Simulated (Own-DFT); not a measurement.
## Calculated data, Al3GaN4 (wurtzite random alloy, strained, atoms displaced)

Computed with Own-DFT development build. A calculation, not a measurement: plane-wave PBE density functional theory by an unreviewed code, no spin, of a simulated periodic cell, stress positive in tension, free energy of the whole cell less one offset for each atom, forces on such cells passed a denser k mesh, this cell's mesh not checked; offsets are fitted by least squares, one for each functional and potential file, so energies compare only between cells with the same atoms and settings and are not formation energies; the far tail of each file's local potential was reset to the Coulomb form; each entry is a single point on an unrelaxed cell, so the pressure reflects the starting lattice, mostly measured values, from which strain is counted, and rises with the displacements; printed positions are rounded, which can move forces by about a meV/angstrom; the program is a retired in-house code; no spin-orbit coupling.

Settings shared by all entries: functional PBE; potential files PseudoDojo norm-conserving, scalar-relativistic, standard set with the stringent files for Ga; wave cutoff 96 hartree; occupations Gaussian; smearing width 0.01 eV; k mesh 4 x 4 x 3 centred on Gamma.

(1) Al3GaN4 (wurtzite random alloy, strained, atoms displaced)

```
Al3GaN4
1.0
      9.3938     0.0000     0.0000
     -4.6969     8.1352     0.0000
      0.0000     0.0000    10.3423
Ga Al N Al N Ga Al N Al N Ga Al N Al N Al N Ga Al N Al N Al N Ga Al N Al Ga N Al N Ga N Al N Al N Al N Ga Al N
1 1 2 2 2 1 1 2 2 2 1 1 2 2 2 2 2 1 1 2 2 2 2 2 1 1 2 1 1 2 2 2 2 2 2 2 2 2 2 2 1 1 2
Direct
  0.11258 0.21841 0.99756
  0.21732 0.11469 0.24905
  0.11892 0.22051 0.19416
  0.21637 0.10300 0.43329
  0.12100 0.22913 0.50504
  0.21338 0.10844 0.74694
  0.10993 0.22494 0.68551
  0.22683 0.11590 0.94113
  0.12188 0.55677 0.99193
  0.22623 0.44574 0.24321
  0.11527 0.55608 0.19062
  0.22705 0.45299 0.43965
  0.11421 0.55522 0.50680
  0.21599 0.45441 0.75352
  0.10500 0.55666 0.68776
  0.21130 0.44189 0.93547
  0.12482 0.90871 0.98816
  0.21353 0.77316 0.25581
  0.10394 0.88030 0.19825
  0.22332 0.78772 0.44320
  0.10735 0.88518 0.50214
  0.21230 0.76913 0.75099
  0.10846 0.88911 0.68742
  0.22919 0.78196 0.94219
  0.44014 0.21820 0.00016
  0.55222 0.11915 0.24978
  0.44982 0.22087 0.18880
  0.56571 0.11679 0.44150
  0.44827 0.22443 0.49883
  0.55964 0.10934 0.74957
  0.43686 0.21478 0.69849
  0.56152 0.11880 0.93950
  0.44894 0.55427 0.00018
  0.56281 0.44620 0.24820
  0.44672 0.55787 0.19100
  0.55759 0.44680 0.44809
  0.44058 0.55364 0.50775
  0.55519 0.45086 0.74279
  0.44543 0.55410 0.68882
  0.55563 0.43534 0.94573
  0.44232 0.88839 0.99311
  0.55298 0.77487 0.25095
  0.44119 0.89324 0.19591
  0.55232 0.77889 0.43627
  0.44224 0.88808 0.49913
  0.56630 0.77800 0.75031
  0.43714 0.88419 0.69018
  0.57169 0.78400 0.94974
  0.78483 0.22722 0.99709
  0.88542 0.10973 0.24769
  0.79511 0.22237 0.19650
  0.87797 0.09803 0.44037
  0.77973 0.22083 0.49743
  0.89270 0.10809 0.74651
  0.77157 0.22049 0.68543
  0.88262 0.10121 0.94244
  0.77679 0.54808 0.00282
  0.88219 0.44498 0.24501
  0.76699 0.55238 0.19780
  0.89801 0.45055 0.43729
  0.77116 0.55434 0.49528
  0.87841 0.43926 0.74526
  0.78162 0.55434 0.69177
  0.88451 0.44106 0.94279
  0.78055 0.87938 0.00396
  0.89400 0.78185 0.24764
  0.77939 0.88921 0.19208
  0.88321 0.78001 0.43492
  0.77640 0.89182 0.49527
  0.89226 0.78809 0.74256
  0.78683 0.89840 0.69526
  0.89307 0.77876 0.93633
```

* free energy of cell above offsets: -22.724 eV
* pressure: 1.48 GPa
* stress xx: -5.97 GPa
* stress yy: -5.08 GPa
* stress zz: 6.62 GPa
* stress yz: 0.34 GPa
* stress xz: -0.28 GPa
* stress xy: 0.86 GPa

Force:
```tsv
element	x (eV/Å)	y (eV/Å)	z (eV/Å)
Ga	-1.68	0.188	1.161
Al	2.43	-1.913	0.881
N	-2.102	1.064	-0.938
N	-0.382	1.08	0.991
Al	-0.837	-0.926	-1.831
Al	1.17	0.687	0.039
N	1.125	1.178	0.602
N	0.384	1.974	-2.248
Ga	-3.396	0.976	2.723
Al	-0.518	0.004	1.224
N	-0.697	-0.224	-0.17
N	0.161	-1.086	0.192
Al	-0.745	0.772	-1.705
Al	1.345	-1.218	-0.844
N	0.068	-0.617	0.768
N	3.883	-0.335	-1.023
Ga	-0.56	-4.608	2.603
Al	1.075	0.625	-0.285
N	0.865	1.845	-1.383
N	0.48	-1.598	0.097
Al	-0.61	0.449	-0.809
Al	0.45	1.737	-0.089
N	0.242	0.059	0.348
N	-1.572	-0.681	-2.376
Al	1.577	0.576	0.302
Al	2.67	-1.831	0.688
N	-2.115	1.02	-0.387
N	-1.824	-1.473	-1.21
Ga	-0.444	-1.257	0.87
Al	-1.341	-0.316	0.368
N	0.171	0.957	-0.489
N	0.004	-0.172	-0.421
Al	0.005	0.199	0.377
Al	-2.836	-1.105	1.075
N	0.373	-0.763	-0.721
N	-1.167	0.431	-1.5
Al	0.342	0.938	-1.607
Al	1.453	-1.907	1.417
N	-1.279	-0.182	0.433
N	-0.984	1.331	-1.037
Ga	2.061	1.322	2.107
Al	-0.392	1.187	-0.181
N	0.302	-0.395	-0.131
N	-0.522	-1.162	0.694
Al	0.158	0.594	0.055
Ga	-1.481	0.532	0.818
N	0.353	0.105	-0.021
N	-1.616	-2.186	-1.343
Al	0.02	-1.483	1.161
Al	2.189	-1.011	1.333
N	-3.862	1.359	-1.879
N	1.89	3.833	-1.304
Ga	0.672	1.033	0.064
Ga	-1.529	2.094	1.485
N	0.675	0.387	0.973
N	0.243	0.655	-0.163
Al	-0.384	1.132	-0.13
Al	2.033	-0.053	1.009
N	2.511	1.278	-1.807
N	-0.92	0.432	-0.079
Al	2.055	0.855	0.63
Al	0.719	-0.17	0.937
N	-1.752	1.118	-0.979
N	0.496	0.554	-1.195
Al	0.475	1.452	0.76
Al	-1.512	-0.628	0.833
N	-0.017	-0.45	-0.512
N	1.588	-1.159	0.531
Ga	-0.192	-1.893	0.947
Al	0.586	-1.987	1.354
N	0.005	-2.426	-1.797
N	-0.036	-0.797	-0.259
```

(2) Al3GaN4 (wurtzite random alloy, strained, atoms displaced)

```
Al3GaN4
1.0
      9.3938     0.0000     0.0000
     -4.6969     8.1352     0.0000
      0.0000     0.0000    10.3423
Al N Ga N Al N Al Ga N Al N Al Ga N Al N Al N Al N Al N Ga N Al N Al Ga N Al N Al Ga N Al Ga N Al N Al N
2 2 2 2 2 2 1 1 2 2 2 1 1 2 2 2 2 2 2 2 2 2 2 2 2 2 1 1 2 2 2 1 1 2 1 1 2 2 2 2 2
Direct
  0.10917 0.21851 0.99949
  0.22843 0.11894 0.24745
  0.11624 0.22116 0.19351
  0.21289 0.10791 0.44752
  0.11200 0.22175 0.50457
  0.21494 0.11440 0.75292
  0.10921 0.21289 0.68785
  0.21461 0.11624 0.94266
  0.12083 0.55739 0.00019
  0.22897 0.44638 0.25366
  0.11880 0.56165 0.18636
  0.21968 0.43924 0.43189
  0.10691 0.56194 0.49503
  0.21995 0.43383 0.75246
  0.10897 0.56023 0.69096
  0.22744 0.44953 0.93414
  0.11018 0.88553 0.99893
  0.21006 0.77519 0.24930
  0.10111 0.88222 0.18592
  0.22539 0.77966 0.44881
  0.12286 0.89486 0.50133
  0.22419 0.77844 0.74202
  0.10472 0.87555 0.68791
  0.21794 0.77454 0.93691
  0.44230 0.22103 0.01036
  0.55097 0.10798 0.24164
  0.44901 0.22267 0.19329
  0.56554 0.11641 0.44799
  0.44685 0.21148 0.49872
  0.56152 0.11651 0.74841
  0.44518 0.22315 0.69196
  0.55618 0.11298 0.94539
  0.44321 0.55978 0.00483
  0.55307 0.44906 0.24509
  0.44775 0.55709 0.19391
  0.56425 0.45510 0.44131
  0.44432 0.55814 0.49827
  0.55996 0.45685 0.75540
  0.43002 0.55843 0.68960
  0.54967 0.43654 0.94032
  0.44238 0.89021 0.99914
  0.55445 0.78264 0.25129
  0.44215 0.89011 0.19659
  0.55524 0.78162 0.43961
  0.43349 0.89216 0.50048
  0.55281 0.77200 0.75265
  0.44038 0.88507 0.68741
  0.55362 0.77061 0.93163
  0.78104 0.22619 0.99671
  0.88211 0.11115 0.25062
  0.75860 0.21473 0.18784
  0.88585 0.10983 0.43973
  0.77673 0.22629 0.51102
  0.88730 0.10715 0.74714
  0.78262 0.22821 0.68904
  0.88340 0.11212 0.93716
  0.76718 0.54874 0.99687
  0.88161 0.44723 0.24544
  0.76198 0.55026 0.19193
  0.89492 0.43713 0.44149
  0.77924 0.55931 0.49547
  0.88635 0.44244 0.75776
  0.78613 0.56450 0.68949
  0.89592 0.44110 0.94204
  0.77963 0.88820 0.00112
  0.88968 0.78895 0.24542
  0.76768 0.88401 0.18003
  0.89714 0.78326 0.43962
  0.77030 0.88272 0.49226
  0.88461 0.77285 0.74891
  0.77442 0.88245 0.69047
  0.89321 0.77889 0.94196
```

* free energy of cell above offsets: -23.419 eV
* pressure: 0.95 GPa
* stress xx: -4.67 GPa
* stress yy: -3.26 GPa
* stress zz: 5.07 GPa
* stress yz: 0.37 GPa
* stress xz: -0.12 GPa
* stress xy: -0.43 GPa

Force:
```tsv
element	x (eV/Å)	y (eV/Å)	z (eV/Å)
Al	-1.422	1.207	0.752
Al	-0.366	-1.525	1.193
N	-0.754	0.782	-1.31
N	3.208	0.2	-2.129
Ga	-1.216	0.267	-0.889
Ga	2.961	-1.922	0.279
N	-2.637	0.778	0.292
N	2.081	-1.218	0.667
Al	-0.921	0.069	-0.275
Al	-1.042	-0.362	-0.546
N	0.021	-0.794	0.17
N	-0.018	1.769	1.177
Al	1.615	-1.358	1.531
Ga	-1.867	0.977	-0.6
N	0.652	-2.03	-1.511
N	0.073	-1.089	2.345
Al	0.008	0.3	-0.241
Al	1.195	0.47	0.409
N	0.975	1.472	0.134
N	-1.281	-0.181	-2.448
Al	-2.012	-0.978	0.839
Ga	-0.175	-0.285	1.635
N	-1.436	1.903	-0.418
N	-0.129	0.31	0.679
Al	-0.172	-0.313	-1.657
Al	-0.012	-0.116	2.116
N	-1.347	0.236	-0.19
N	-1.048	-1.195	-1.502
Al	-1.657	2.18	0.959
Al	-0.942	-0.927	0.493
N	0.403	0.776	-0.367
N	-0.272	0.967	-1.118
Al	0.441	-0.611	-0.486
Al	0.262	-0.891	2.161
N	-1.059	-0.419	-1.497
N	-0.856	-1.554	-0.659
Al	-0.266	-0.335	0.293
Al	-0.238	-1.295	-1.328
N	3.179	0.046	-1.022
N	-0.402	0.816	0.291
Ga	0.313	-0.634	0.096
Ga	-0.054	-0.535	0.702
N	-1.698	-0.313	-0.653
N	-0.891	-0.45	0.42
Al	3.222	0.459	0.744
Al	-0.725	0.863	-1.085
N	1.862	1.787	-0.181
N	0.514	0.576	1.543
Al	-0.459	-0.906	0.932
Ga	0.211	0.394	0.268
N	2.117	1.237	-1.214
N	-0.761	-0.428	0.699
Al	1.345	-0.392	-1.588
Al	-0.33	-0.327	0.309
N	0.123	-1.73	0.624
N	1.052	-0.302	-0.016
Al	1.384	0.799	0.688
Ga	0.954	-0.756	0.722
N	1.165	2.014	-1.542
N	-1.979	1.083	-0.384
Al	0.996	0.076	0.608
Ga	0.564	1.34	-0.721
N	-1.627	-1.611	-0.341
N	-1.159	0.898	1.185
Al	-0.544	-0.015	-1.413
Al	-0.444	-1.608	0.934
N	1.298	0.69	0.562
N	-0.384	-0.241	-0.947
Al	1.056	0.974	1.305
Al	0.636	1.368	0.471
N	-0.35	0.412	-0.491
N	-0.934	-0.847	-0.459
```

(3) Al3GaN4 (wurtzite random alloy, strained, atoms displaced)

```
Al3GaN4
1.0
      9.3938     0.0000     0.0000
     -4.6969     8.1352     0.0000
      0.0000     0.0000    10.3423
Ga Al N Al N Al N Al N Al Ga N Ga Al N Al N Ga N Al N Al N Al N Ga Al N Al Ga N Al N Ga Al N Al N Al N Ga Al N
1 1 2 2 2 2 2 2 2 1 1 2 1 1 2 2 2 2 2 2 2 2 2 2 2 1 1 2 1 1 2 2 2 1 1 2 2 2 2 2 1 1 2
Direct
  0.11920 0.21312 0.99810
  0.21897 0.10533 0.24796
  0.10298 0.21738 0.18640
  0.23172 0.11802 0.44479
  0.11771 0.22345 0.50077
  0.22445 0.11372 0.74728
  0.11201 0.21395 0.69686
  0.22844 0.11555 0.94316
  0.10120 0.54954 0.00950
  0.21929 0.44644 0.25338
  0.10767 0.55877 0.19364
  0.22416 0.44299 0.43257
  0.09833 0.54894 0.49572
  0.21755 0.43859 0.75176
  0.11172 0.56496 0.69380
  0.22377 0.44590 0.94648
  0.12247 0.88292 0.99840
  0.21232 0.77933 0.25456
  0.11568 0.89982 0.19471
  0.21275 0.77075 0.44402
  0.11056 0.88501 0.49360
  0.22173 0.77413 0.74950
  0.11960 0.89388 0.68993
  0.22421 0.77557 0.93694
  0.44686 0.21917 0.00348
  0.55410 0.11201 0.25084
  0.45279 0.22571 0.18453
  0.55644 0.10509 0.44025
  0.44790 0.21964 0.50800
  0.54837 0.09958 0.75323
  0.43998 0.22142 0.68666
  0.55944 0.10799 0.93704
  0.45066 0.57032 0.00043
  0.55262 0.43681 0.25222
  0.44343 0.55904 0.19018
  0.55183 0.43394 0.43672
  0.43551 0.55268 0.50423
  0.55468 0.44605 0.74347
  0.44390 0.54827 0.68584
  0.55566 0.45000 0.94295
  0.44594 0.89080 0.00212
  0.56429 0.78474 0.25069
  0.45040 0.89409 0.18893
  0.55719 0.78051 0.43416
  0.44337 0.89011 0.49706
  0.55763 0.78677 0.75774
  0.44347 0.89273 0.68405
  0.56054 0.78573 0.95309
  0.77711 0.21561 0.00138
  0.90100 0.10372 0.25282
  0.76982 0.21975 0.18381
  0.88341 0.12061 0.44095
  0.78625 0.21712 0.49768
  0.88071 0.10407 0.75709
  0.78752 0.22179 0.69373
  0.90130 0.11324 0.94896
  0.77970 0.56138 0.00062
  0.89477 0.44970 0.26100
  0.79355 0.56307 0.18573
  0.89167 0.44787 0.43928
  0.77858 0.55839 0.50186
  0.90304 0.46049 0.75308
  0.78463 0.56617 0.69539
  0.88934 0.44073 0.94651
  0.78210 0.88269 0.99869
  0.89793 0.78895 0.24935
  0.77118 0.88941 0.19087
  0.88799 0.77305 0.44238
  0.77895 0.88552 0.50075
  0.88465 0.76967 0.75443
  0.78332 0.89302 0.69268
  0.89293 0.78389 0.94508
```

To be estimated
1. Al3GaN4 (wurtzite random alloy, strained, atoms displaced) (entry 3): stress yy?
2. Give the missing stress xx for Al3GaN4 (wurtzite random alloy, strained, atoms displaced) (entry 3).
3. Give the table of force values for Al3GaN4 (wurtzite random alloy, strained, atoms displaced) (entry 3).

## Answers
1. -4.56 GPa
2. -4.57 GPa
3. 
Force:
```tsv
element	x (eV/Å)	y (eV/Å)	z (eV/Å)
Ga	-1.691	2.276	1.016
Al	0.566	3.404	0.878
N	3.192	1.759	0.893
N	-1.686	-1.086	-1.988
Al	-0.818	-0.256	0.616
Al	0.498	-0.993	0.99
N	-1.563	1.257	-1.251
N	2.893	-2.413	-1.417
Al	1.377	0.09	-0.619
Al	0.805	-0.051	-1.569
N	0.673	-0.831	-0.079
N	-1.195	-0.043	1.657
Al	2.257	0.912	1.313
Al	0.055	0.293	0.844
N	1.631	-1.622	-1.631
N	-0.196	0.941	-1.042
Al	-1.951	1.462	0.175
Ga	2.328	0.093	-0.023
N	-0.574	-1.374	-1.735
N	1.263	-0.762	-0.706
Ga	-0.453	1.436	2.15
Al	-0.241	1.753	0.11
N	-0.788	-0.976	0.736
N	0.621	-0.522	0.391
Al	0.238	1.195	-0.774
Al	0.922	0.025	0.051
N	-1.266	-0.973	0.786
N	0.468	1.777	-0.841
Ga	0.74	-0.146	-1.112
Ga	0.359	2.672	-0.367
N	0.675	0.755	1.984
N	-0.72	-0.02	1.009
Al	-0.108	-2.52	1.04
Al	0.091	1.715	-0.723
N	0.438	-0.256	0.242
N	0.051	2.332	0.529
Al	1.333	0.572	-1.342
Al	0.81	-0.594	1.658
N	-1.385	1.45	0.583
N	-0.499	-0.652	-1.216
Al	-0.249	0.099	0.862
Al	-1.754	-1.318	0.009
N	-0.771	-0.461	0.018
N	0.117	-1.455	0.585
Ga	0.205	-0.922	0.112
Al	0.348	-0.854	-0.785
N	0.616	-2.607	1.107
N	0.153	0.246	-2.435
Al	0.464	0.653	0.393
Ga	-3.768	0.648	0.124
N	0.777	0.865	1.354
N	5.153	-2.03	-0.747
Al	-4.263	1.807	2.077
Al	1.545	1.223	0.47
N	-0.949	1.128	-0.841
N	-2.376	-1.716	-1.709
Ga	0.31	-1.274	0.43
Al	-1.109	-1.379	-2.448
N	-1.227	0.166	2.233
N	-1.313	-1.12	0.753
Al	-0.36	-1.084	0.067
Al	-1.202	-2.523	1.009
N	-0.155	-2.412	-1.417
N	-0.03	0.063	-1.617
Al	-0.986	2.069	1.368
Al	-1.255	-1.858	-0.058
N	2.509	-0.926	-0.817
N	-0.324	0.103	-1.555
Ga	-0.851	0.764	0.496
Al	0.634	3.261	0.316
N	-0.614	-1.43	0.746
N	1.577	0.192	-1.319
```

Further results for Al3GaN4 (wurtzite random alloy, strained, atoms displaced) (entry 3):

- free energy of cell above offsets: -22.217 eV
- pressure: 1.48 GPa
- stress zz: 4.67 GPa
- stress yz: -1.09 GPa
- stress xz: 0.66 GPa
- stress xy: 0.43 GPa
